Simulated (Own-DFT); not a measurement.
# Computed records: Hf36O71 (tetragonal hafnia with one neutral oxygen vacancy, atoms displaced)

Computed with Own-DFT development build. A calculation, not a measurement: plane-wave PBE and HSE06 DFT by an unreviewed code, no spin, of a simulated cell at Gamma alone, so results move with cell size and shape, stress positive in tension, energies less offsets, not probed for a lower state with spin; hafnium file: forces about 75 meV/angstrom off all-electron values; oxygen file: force components 24 meV/angstrom off all-electron in a glass; k mesh not checked against a denser one; forces and stress are PBE's, HSE06 gives the energy alone, and its difference from PBE has offsets of its own; offsets are fitted by least squares, one for each functional and potential file, so energies compare only between cells with the same atoms and settings and are not formation energies; the far tail of each file's local potential was reset to the Coulomb form; each entry is a single point on an unrelaxed cell, so the pressure reflects the starting lattice, taken from the Materials Project, from which strain is counted, and rises with the displacements; printed positions are rounded, which can move forces by about a meV/angstrom; the program is a retired in-house code; no spin-orbit coupling.

Common to all runs: first functional PBE; second functional HSE06; exact exchange share 0.25; screening 0.11 1/bohr; exchange divergence Gygi-Baldereschi; potential files PseudoDojo norm-conserving, scalar-relativistic, made for PBE, standard set; wave cutoff 48 hartree; occupations fixed; k mesh 1 x 1 x 1 centred on Gamma.

(1) Hf36O71 (tetragonal hafnia with one neutral oxygen vacancy, atoms displaced)

```xyz
107
Lattice="10.7800 0.0000 0.0000 0.0000 10.7800 0.0000 0.0000 0.0000 10.4493" Properties=species:S:1:pos:R:3 Hf36O71
Hf     0.0360    10.7763     0.0041
Hf     1.7071     1.7702     2.5918
O     10.6982     1.8192     1.6646
O      1.7965     0.1150     3.6248
O     10.7712     1.8089     4.1759
O      1.7140     0.0846     1.0844
Hf     0.0362    10.7124     5.2488
Hf     1.7643     1.7412     7.7766
O      0.0005     1.7263     6.8350
O      1.8689     0.1420     8.9615
O      0.0174     1.7354     9.4204
O      1.8308     0.0013     6.2753
Hf     0.0094     3.6713     0.0759
Hf     1.7978     5.4477     2.6415
O      0.0205     5.4167     1.5849
O      1.7417     3.5638     3.6680
O     10.7019     5.3416     4.2028
O      1.7591     3.5322     1.0608
Hf     0.0061     3.6376     5.1749
Hf     1.8331     5.4582     7.8689
O      1.7636     3.6206     8.9174
O     10.7372     5.3560     9.4261
O      1.7972     3.6986     6.2321
Hf     0.0507     7.1836     0.0657
Hf     1.8422     9.0491     2.6863
O      0.0386     8.9769     1.6781
O      1.7813     7.1711     3.5816
O     10.7556     8.9108     4.1033
O      1.7378     7.1932     0.9659
Hf     0.0420     7.2268     5.1985
Hf     1.8141     9.0203     7.8000
O      0.0142     8.8859     6.8102
O      1.8663     7.1532     8.9223
O     10.7450     8.9511     9.4691
O      1.8247     7.1935     6.2013
Hf     3.5537    10.7716     0.1028
Hf     5.3550     1.7339     2.6863
O      3.5461     1.8580     1.6247
O      5.4351    10.7420     3.6874
O      3.6285     1.7564     4.1708
O      5.4242    10.7028     1.0120
Hf     3.6438     0.0801     5.2271
Hf     5.3168     1.7897     7.8761
O      3.5445     1.7832     6.7278
O      5.3548    10.7081     8.7979
O      3.6746     1.7204     9.4464
O      5.3912     0.0203     6.2975
Hf     3.6147     3.5551    10.3527
Hf     5.3774     5.4204     2.6375
O      3.6546     5.4374     1.6096
O      5.3373     3.5410     3.6252
O      3.5414     5.4239     4.2695
O      5.3574     3.5851     1.0140
Hf     3.6606     3.5756     5.2804
Hf     5.3488     5.4043     7.9002
O      3.5919     5.3065     6.8191
O      5.4257     3.5361     8.8707
O      3.6136     5.4330     9.3714
O      5.4617     3.5988     6.2142
Hf     3.5918     7.2245     0.0203
Hf     5.3173     8.9436     2.5497
O      3.5799     8.9465     1.5603
O      5.3546     7.2460     3.6199
O      3.6116     9.0510     4.2082
O      5.4472     7.2525     1.0428
Hf     3.5873     7.0595     5.2544
Hf     5.3735     8.9657     7.7769
O      3.6564     9.0287     6.8574
O      5.4307     7.2195     8.7948
O      3.6289     9.0246     9.5127
O      5.3726     7.1988     6.1560
Hf     7.2488     0.0585    10.4127
Hf     9.0285     1.7984     2.5662
O      7.2337     1.8297     1.4578
O      8.9362    10.7565     3.6918
O      7.1259     1.7694     4.1474
O      8.9769    10.6732     1.0011
Hf     7.2498    10.7537     5.2956
Hf     8.8802     1.8558     7.7753
O      7.1138     1.7548     6.8789
O      9.0640     0.0450     8.8360
O      7.1678     1.7564     9.3696
O      9.0077    10.6976     6.2197
Hf     7.1182     3.5743    10.4016
Hf     8.9911     5.3659     2.7083
O      7.2468     5.4047     1.6509
O      8.9383     3.5844     3.6776
O      7.2184     5.4106     4.1566
O      8.9753     3.5792     1.0412
Hf     7.1825     3.5862     5.1528
Hf     8.9375     5.4204     7.8668
O      7.1409     5.3247     6.8311
O      9.0678     3.5794     8.8490
O      7.1976     5.3731     9.3562
O      8.9557     3.5260     6.2976
Hf     7.2315     7.2478     0.1034
Hf     8.9373     8.9672     2.6277
O      7.1466     9.0162     1.5158
O      8.9918     7.1735     3.7057
O      7.0835     8.9941     4.1367
O      8.9923     7.2288     1.0028
Hf     7.1465     7.1727     5.2566
Hf     8.9428     9.0098     7.8807
O      7.2304     9.0824     6.8556
O      8.9792     7.1728     8.9298
O      7.2165     9.0106     9.5399
O      8.9903     7.2387     6.2397
```

* PBE energy of cell above offsets: -97.587 eV
* HSE06 less PBE above offsets: 0.028 eV
* PBE pressure: 1.77 GPa
* PBE stress xx: -2.48 GPa
* PBE stress yy: -0.66 GPa
* PBE stress zz: -2.15 GPa
* PBE stress yz: 0.15 GPa
* PBE stress xz: -1.38 GPa
* PBE stress xy: -0.13 GPa

Force:
```tsv
element	x (eV/Å)	y (eV/Å)	z (eV/Å)
Hf	-1.606	0.214	-0.885
Hf	0.673	2.299	-0.05
O	1.359	-0.328	-1.605
O	-0.208	-2.537	1.18
O	-0.299	-0.872	0.776
O	1.419	-0.592	0.378
Hf	-0.903	1.247	-0.775
Hf	-1.245	1.721	1.201
O	-0.114	-0.191	-0.655
O	-0.191	-2.814	-0.824
O	0.223	1.086	1.005
O	-0.475	-0.735	0.23
Hf	-0.499	-1.37	-1.462
Hf	0.2	-2.301	-0.913
O	-0.145	-0.097	0.499
O	0.354	0.985	-0.401
O	0.593	1.594	0.108
O	1.049	0.593	-0.344
Hf	0.347	-1.491	1.195
Hf	-1.613	-1.957	-0.151
O	0.98	-0.28	-0.909
O	0.455	1.273	-0.112
O	-0.343	-0.155	0.069
Hf	-2.361	-0.165	-1.423
Hf	-0.943	0.033	-0.309
O	0.082	-0.046	-0.365
O	0.103	0.776	0.783
O	0.836	1.677	1.421
O	2.708	-0.252	1.397
Hf	-1.72	-0.973	0.607
Hf	0.201	0.067	1.152
O	0.623	0.783	-0.094
O	-0.121	1.567	-0.924
O	0.925	0.663	-0.44
O	0.056	-0.135	0.916
Hf	0.895	0.466	-0.661
Hf	0.715	-0.316	-1.077
O	0.622	-0.79	-0.314
O	-0.829	0.36	-0.669
O	0.257	1.073	0.259
O	-1.034	0.825	0.102
Hf	0.991	-1.158	-0.111
Hf	0.445	-2.067	-0.428
O	0.536	0.747	0.542
O	0.286	0.872	0.354
O	0.302	1.28	-0.237
O	-0.062	0.034	-0.765
Hf	-1.038	-0.253	1.412
Hf	1.206	-0.47	-0.538
O	-1.335	0.346	-0.007
O	0.029	1.573	0.247
O	0.318	-1.825	-1.201
O	0.256	0.405	-0.392
Hf	-0.991	-0.502	-0.706
Hf	1.355	-0.214	-0.122
O	0.633	0.746	-0.16
O	-0.686	1.163	0.046
O	0.59	-0.598	0.641
O	-1.249	-0.279	0.446
Hf	0.148	-0.177	-0.214
Hf	2.189	1.416	0.892
O	-1.391	0.169	0.117
O	-0.298	-1.825	0.164
O	-1.021	-0.974	0.064
O	-1.352	-0.584	-0.094
Hf	0.504	2.861	-0.532
Hf	0.959	1.267	1.227
O	-2.104	-0.481	-0.212
O	-0.382	-0.433	0.377
O	-0.658	-0.716	-0.514
O	-0.052	-0.141	1.297
Hf	-0.66	-0.859	0.906
Hf	-2.644	-0.201	1.163
O	-0.652	-0.391	1.012
O	0.363	0.109	-0.605
O	0.176	0.363	0.85
O	0.875	0.468	0.436
Hf	-1.426	-0.007	-1.723
Hf	1.806	0.158	1.28
O	0.238	-0.141	-1.232
O	-0.763	-0.533	-0.294
O	-0.019	1.181	-0.414
O	0.847	0.249	0.508
Hf	1.093	-0.155	0.922
Hf	-0.206	0.258	-1.003
O	-1.26	0.081	-0.424
O	0.054	-0.328	-0.136
O	-0.675	-0.133	0.835
O	-0.045	0.425	-0.08
Hf	0.728	-0.318	0.314
Hf	0.62	-0.235	0.231
O	0.204	0.871	-0.439
O	-0.805	0.107	-0.057
O	-0.454	0.117	1.066
O	0.117	0.324	-0.929
Hf	0.369	-0.24	-1.388
Hf	-0.252	0.321	-0.471
O	0.617	-0.744	1.495
O	-0.155	0.18	-0.67
O	0.954	-0.835	1.306
O	0.627	0.093	1.265
Hf	1.579	0.513	-1.231
Hf	0.924	-0.586	0.97
O	-1.051	-0.663	-0.549
O	-0.308	0.37	-1.022
O	0.455	-0.288	-1.622
O	-0.422	-0.614	0.222
```

(2) Hf36O71 (tetragonal hafnia with one neutral oxygen vacancy, atoms displaced)

```xyz
107
Lattice="10.7800 0.0000 0.0000 0.0000 10.7800 0.0000 0.0000 0.0000 10.4493" Properties=species:S:1:pos:R:3 Hf36O71
Hf     0.1341     0.0487    10.4116
Hf     1.8495     1.7464     2.6032
O     10.7697     1.9799     1.5233
O      1.7634     0.2295     3.7611
O      0.0178     1.8558     4.1639
O      1.8649     0.0135     1.1205
Hf    10.6938    10.7602     5.1417
Hf     1.7391     1.7865     7.7655
O     10.6856     1.7197     6.8146
O      1.9115     0.1148     8.8164
O     10.6726     1.7785     9.5214
O      1.7820     0.0929     6.3196
Hf    10.6869     3.3312     0.0310
Hf     1.8307     5.3747     2.5999
O      0.0120     5.2889     1.6271
O      1.7123     3.6313     3.5883
O      0.0570     5.3378     4.0460
O      1.7284     3.6057     0.9869
Hf     0.0026     3.5132     5.2260
Hf     1.8731     5.3916     7.8362
O      0.0287     5.3537     6.8058
O      1.8583     3.6638     8.8340
O     10.7282     5.2393     9.3850
O      1.8015     3.7992     6.1843
Hf     0.1032     7.1461    10.4022
Hf     1.7385     8.9281     2.5103
O      0.0241     8.9057     1.6724
O      1.8284     7.0613     3.6755
O     10.7634     8.8784     4.3542
O      1.9790     7.3291     1.0218
Hf    10.7531     7.3510     5.0965
Hf     1.7719     8.8682     7.8729
O      0.0948     8.9380     6.8089
O      1.7857     7.1445     8.7811
O     10.7297     8.9381     9.3455
O      1.6068     6.9960     6.2166
Hf     3.5768     0.0241    10.4242
Hf     5.3353     1.7100     2.4931
O      3.5998     1.8724     1.5999
O      5.2705     0.0685     3.5978
O      3.6051     1.8905     4.2996
Hf     3.6176    10.7025     5.1366
Hf     5.3700     1.8271     7.6910
O      3.7049     1.8336     6.8576
O      5.3940     0.0148     8.8141
O      3.5431     1.8852     9.4287
O      5.3653    10.6788     6.1858
Hf     3.7485     3.7305     0.0568
Hf     5.3909     5.3009     2.6376
O      3.4460     5.3865     1.5997
O      5.6178     3.6331     3.6216
O      3.5504     5.5299     4.0941
O      5.3380     3.5978     0.9689
Hf     3.4968     3.5729     5.1586
Hf     5.3503     5.3445     7.8961
O      3.5851     5.4454     6.8835
O      5.2905     3.7032     8.7775
O      3.6342     5.4869     9.4101
O      5.4360     3.6223     6.2440
Hf     3.4727     7.2967     0.0705
Hf     5.3809     9.0190     2.5289
O      3.5763     9.0015     1.6713
O      5.4304     7.1155     3.6158
O      3.4851     8.9573     4.2145
O      5.5149     7.2393     0.9923
Hf     3.6012     7.2293     5.1592
Hf     5.4013     9.0154     7.8938
O      3.5884     8.9173     6.8438
O      5.4324     7.1193     8.8916
O      3.6447     8.9592     9.5287
O      5.3011     7.1630     6.1523
Hf     7.1916     0.0338    10.4219
Hf     8.8519     1.6979     2.8216
O      7.0961     1.8135     1.5866
O      9.1415     0.0725     3.5827
O      7.2094     1.8014     4.2768
O      8.8979     0.0190     1.0766
Hf     7.1831    10.7550     5.1726
Hf     9.0206     1.8662     7.8116
O      7.1307     1.6148     6.7806
O      8.9677    10.7214     8.9148
O      7.1666     1.8795     9.3990
O      8.8411     0.0735     6.1610
Hf     7.2557     3.6306    10.3819
Hf     9.1781     5.3420     2.7249
O      7.3307     5.3258     1.5298
O      9.0707     3.4627     3.5989
O      7.1846     5.3022     4.1463
O      9.1046     3.6744     0.8989
Hf     7.1552     3.6264     5.2637
Hf     9.0570     5.2930     7.5926
O      7.1342     5.3686     6.9455
O      9.0280     3.5962     8.9050
O      7.2328     5.5519     9.3338
O      9.1539     3.6132     6.2208
Hf     7.2646     7.1768     0.0002
Hf     8.9426     8.9220     2.7917
O      7.0446     9.0585     1.4905
O      9.0336     7.2164     3.4989
O      7.0985     8.9319     4.1549
O      9.0489     7.1807     1.0757
Hf     7.2744     7.2288     5.0087
Hf     8.8830     8.9682     7.7140
O      7.2116     8.9189     6.9139
O      8.9199     7.1799     8.7538
O      7.3305     8.9951     9.3991
O      8.9859     7.2070     6.2558
```

* PBE energy of cell above offsets: -82.766 eV
* HSE06 less PBE above offsets: 0.867 eV
* PBE pressure: 7.25 GPa
* PBE stress xx: -6.41 GPa
* PBE stress yy: -8.64 GPa
* PBE stress zz: -6.71 GPa
* PBE stress yz: 1.89 GPa
* PBE stress xz: 0.45 GPa
* PBE stress xy: 0.18 GPa

Force:
```tsv
element	x (eV/Å)	y (eV/Å)	z (eV/Å)
Hf	-2.959	-1.444	0.311
Hf	-1.926	4.137	-1.511
O	0.192	-3.539	2.482
O	-0.195	-4.308	0.138
O	-0.491	-2.301	0.57
O	-0.934	-0.385	-0.445
Hf	2.399	2.284	2.544
Hf	2.583	1.594	0.831
O	1.509	0.2	-0.713
O	-1.167	-2.074	1.623
O	0.526	-4.512	-4.535
O	0.098	-0.024	-1.486
Hf	4.292	7.476	0.334
Hf	-2.582	-2.02	0.554
O	1.053	2.103	-0.94
O	1.625	-1.636	0.715
O	-1.749	0.716	2.274
O	2.079	-0.226	-0.089
Hf	2.402	2.859	-1.877
Hf	-1.723	-1.536	-0.384
O	-0.017	-0.501	-0.787
O	-0.44	-2.237	-1.292
O	0.555	2.886	1.054
O	-0.012	-2.151	-0.014
Hf	-3.279	-2.405	-1.244
Hf	2.364	-0.239	2.426
O	-1.311	0.607	-0.184
O	-1.378	3.766	-1.189
O	-0.237	9.993	-6.229
O	-7.353	0.174	2.875
Hf	1.699	-12.19	6.729
Hf	0.06	1.657	-1.535
O	-1.562	0.972	-0.969
O	0.009	0.964	2.544
O	1.888	0.886	1.749
O	2.305	1.805	-0.341
Hf	1.391	1.965	-0.915
Hf	0.661	1.878	0.535
O	-0.125	-0.876	-0.166
O	0.373	-1.472	0.039
O	0.147	-1.978	-1.574
Hf	-1.311	1.106	1.927
Hf	1.276	0.627	3.315
O	-3.748	0.149	-1.745
O	-0.254	0.323	0.69
O	0.684	-1.207	1
O	0.577	-0.143	-0.356
Hf	-6.165	-0.332	-3.221
Hf	0.925	1.709	-1.577
O	4.046	-0.058	-1.435
O	-1.33	-1.77	0.001
O	1.054	-3.18	0.634
O	3.678	0.352	2.017
Hf	0.761	3.23	1.265
Hf	0.207	4.078	-1.262
O	0.761	-0.293	-1.511
O	0.517	-3.801	1.969
O	-0.549	0.195	1.276
O	-0.913	-0.596	-0.658
Hf	8.656	-3.142	-3.553
Hf	-0.006	-1.764	-0.283
O	0.235	0.518	-0.744
O	0.268	1.217	-0.504
O	-0.032	1.173	-1.003
O	-2.648	-0.186	0.869
Hf	-0.746	-1.857	2.156
Hf	-0.065	-2.704	0.008
O	-0.829	0.406	0.211
O	-0.173	2.633	-0.951
O	-0.627	1.814	-1.019
O	2.52	0.645	-0.394
Hf	0.689	-0.544	-0.546
Hf	0.222	4.573	-5.696
O	0.874	-0.32	0.116
O	0.232	-5.662	3.237
O	0.548	-1.362	-0.76
O	1.628	-0.001	-0.068
Hf	-2.506	1.467	1.8
Hf	-2.747	-1.249	2.075
O	1.358	1.131	-0.12
O	0.438	1.833	-1.37
O	-0.031	-0.726	0.009
O	2.57	-1.255	-0.166
Hf	1.109	2.53	0.524
Hf	-0.944	-2.077	-3.186
O	-1.499	-0.135	1.008
O	-0.525	1.913	1.007
O	1.385	2.03	0.837
O	-5.164	-0.091	2.197
Hf	-0.383	0.489	-0.12
Hf	-0.135	2.185	4.533
O	1.314	-0.89	-2.985
O	-1.065	-1.005	-1.982
O	-0.322	-3.479	1.385
O	-4.189	-0.711	0.908
Hf	0.377	-0.415	-1.095
Hf	-0.548	2.67	-6.587
O	1.879	0.937	1.496
O	-0.708	-1.52	3.341
O	1.314	2.532	-1.212
O	0.594	0.941	-0.462
Hf	-2.987	-3.972	4.012
Hf	3.124	-1.218	4.233
O	-3.082	0.404	-3.157
O	1.22	0.233	-0.16
O	-1.211	0.639	0.413
O	-0.375	0.12	-2.49
```
